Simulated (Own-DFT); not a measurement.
# Misfit strain and the stress it brings: grey tin, 32 atoms (Sn32)

No measurement is shown. These are fixed-geometry runs of a retired plane-wave code named Own-DFT, which no person has reviewed; spin and spin-orbit coupling are neglected.

Common settings: PBE; PseudoDojo norm-conserving scalar-relativistic files; cutoff 42 hartree; 3 x 3 x 5 k mesh centred on Gamma; cold (Marzari-Vanderbilt) smearing of 0.2 eV.

Limits: forces on such cells failed a check on a denser k mesh; stress not checked against mesh or cutoff.

Unstrained cell vectors in Å: (12.978, 0.000, 0.000); (0.000, 12.978, 0.000); (0.000, 0.000, 6.489). The unstrained cell has measured lattice constants (interpolated for alloys), not those of this functional. That, the random moves and any unrelaxed bonds set the pressure at no strain. Each run strains x and y alike by e, as a substrate would, and holds the height along z. Each coordinate of each atom was shifted by a normal deviate of width 0.05 Å. Stress is positive in tension.

```
e (%)  u (Å)  (s_xx + s_yy)/2 (GPa)  s_zz (GPa)
-2.50  0.050                  -6.84       -6.08
-1.50  0.050                  -5.31       -4.90
-1.00  0.051                  -4.83       -4.53
-0.50  0.052                  -4.28       -4.06
 0.25  0.047                      ?           ?
 0.75  0.056                  -2.95       -3.10
 1.25  0.053                  -2.28       -2.64
 2.25  0.045                  -1.27       -1.91
 2.50  0.042                  -0.97       -1.60
 3.00  0.049                  -0.63       -1.40
```

## Fit

With e as a fraction, the in-plane stress is -3.7 + 114 e - 387 e² GPa (errors 2 and 119, scatter 0.10), and s_zz is -3.6 + 86 e - 351 e² GPa (slope ± 2, scatter 0.08). At e = 0 the first slope is C11 + C12 and the second 2 C12, both with the ions held to the strained lattice and at the cell's own pressure. The term in e² is negative: the layer stiffens under compression and softens under tension. A free layer would change its height as e changes, and the in-plane slope would drop by 2 C12²/C11 to the biaxial modulus. At fixed height, a misfit of 1 % moves the in-plane stress by about 1.1 GPa and s_zz by 0.9 GPa.

## The run left out

Q: what are the two stresses at e = 0.25 %?

From the fit: -3.4 and -3.4 GPa. The hidden result is -3.32 and -3.42 GPa.
